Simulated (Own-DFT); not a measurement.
# How much smaller does PBEsol make it? C40 NbSi2, 36 atoms (Nb12Si24)

The numbers are computed, not measured, by runs of the plane-wave DFT program Own-DFT (in-house, retired, unreviewed) at fixed positions, with no spin and no spin-orbit coupling.

Caveats: forces on such cells failed a check on a denser k mesh; stress not checked against mesh or cutoff.

Each geometry was run with PBE and with PBEsol, otherwise alike: PseudoDojo norm-conserving scalar-relativistic files made for PBE; cutoff 42 hartree; 4 x 4 x 5 k mesh centred on Gamma; cold (Marzari-Vanderbilt) smearing of 0.2 eV. Unstrained cell vectors in Å: (0.000, 8.324, 0.000); (-9.613, 0.000, 0.000); (0.000, 0.000, 6.586). Each has a uniform strain, of which the change of volume is shown, and random moves of rms u per axis.

```
run  volume change (%)   u (Å)  P with PBE (GPa)  P with PBEsol (GPa)
  1              -2.17  0.0590              7.46                 3.70
  2               4.34  0.0421             -4.60                -8.07
  3              -1.10  0.0535              5.66                 1.95
  4               0.37  0.0431              2.12                -1.52
  5               1.17  0.0549              0.79                -2.82
  6               0.42  0.0491              2.19                -1.45
  7               3.34  0.0478             -2.84                -6.35
  8               0.66  0.0468              1.34                -2.28
  9              -0.62  0.0546              3.74                 0.06
 10               5.25  0.0500             -5.62                -9.06
 11               0.04  0.0493              2.41                    ?
```

Q: by how much does PBEsol shrink this cell, and what belongs in the blank?

## Worked answer

Write v for the change of volume as a fraction. Fitted to v and u², the PBE pressure has a slope of -169 ± 7 GPa in v, with the ions held to the strained lattice. The difference PBEsol less PBE is -3.66 + 4.3 v GPa (slope ± 0.1) and averages -3.61 GPa. Divided by the mean slope of the two, 167 GPa, that makes PBEsol's volume at a given pressure, near -1 GPa, about 2.2 % smaller, or 0.72 % in lengths. At one volume PBEsol's slope is the smaller by 4 GPa, but its pressure there is lower too. If stiffness rises by about 4 GPa for each GPa, PBEsol at equal pressure is stiffer by about 10 GPa. Files made for PBEsol would give a different shift.

For run 11 the line gives -1.25 GPa. DFT gave -1.24 GPa.
